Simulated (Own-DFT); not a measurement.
# What a defect does to the pressure of its cell: C40 NbSi2

Source: density functional calculations with Own-DFT, an unreviewed in-house program that is no longer used. Nothing was measured or relaxed, and spin and spin-orbit coupling are left out.

All runs used: PBE; PseudoDojo norm-conserving scalar-relativistic files; cutoff 42 hartree; 4 x 4 x 5 k mesh centred on Gamma; cold (Marzari-Vanderbilt) smearing of 0.2 eV.

Keep in mind: forces on such cells failed a check on a denser k mesh; stress not checked against mesh or cutoff.

All runs share one cell, with vectors in Å (0.000, 8.324, 0.000); (-9.613, 0.000, 0.000); (0.000, 0.000, 6.586) and a volume of 527.0 Å³. Atoms were moved at random from their sites; u is the rms move along one axis. The defect's site can differ from row to row.

```
cell,formula,u (Å),P (GPa)
no defect,Nb12Si24,0.0180,1.45
no defect,Nb12Si24,0.0198,1.49
no defect,Nb12Si24,0.0574,2.81
two Nb vacancies,Nb10Si24,0.0272,-0.02
two Nb vacancies,Nb10Si24,0.0452,0.45
two Nb vacancies,Nb10Si24,0.0482,0.59
two Nb on a Si site each,Nb14Si22,0.0291,7.60
two Nb on a Si site each,Nb14Si22,0.0513,8.83
two Nb on a Si site each,Nb14Si22,0.0531,8.69
one Si vacancy,Nb12Si23,0.0268,0.85
one Si vacancy,Nb12Si23,0.0325,1.18
one Si vacancy,Nb12Si23,0.0520,1.88
two Si on a Nb site each,Nb10Si26,0.0264,?
two Si on a Nb site each,Nb10Si26,0.0310,1.64
two Si on a Nb site each,Nb10Si26,0.0511,2.45
two Si on a Nb site each,Nb10Si26,0.0515,2.66
```

## Working it out

P = P0 + c u² + a shift for each defect gives P0 = 1.26 GPa, c = 492 ± 33 GPa/Å² and a scatter of 0.12 GPa. The shifts, and each times the cell's volume:

- two Nb on a Si site each: 6.08 ± 0.10 GPa, 20.0 eV (10.0 eV for each of its 2 sites)
- two Si on a Nb site each: -0.03 ± 0.10 GPa, -0.1 eV (-0.1 eV for each of its 2 sites) (not resolved)
- one Si vacancy: -0.69 ± 0.10 GPa, -2.3 eV
- two Nb vacancies: -1.76 ± 0.10 GPa, -5.8 eV (-2.9 eV for each of its 2 sites)

A positive shift means that the defect pushes the cell outwards. Shift times volume (160.2 GPa Å³ is 1 eV) depends little on the cell's size, so, taken for each site, it can be compared between cells at like pressure. The atoms around the defects weren't relaxed, which would change these numbers.

## Check

The question: what pressure belongs in the blank (two Si on a Nb site each, u = 0.0264 Å)?

From the fit: 1.57 ± 0.15 GPa. The calculation gave 1.63 GPa.
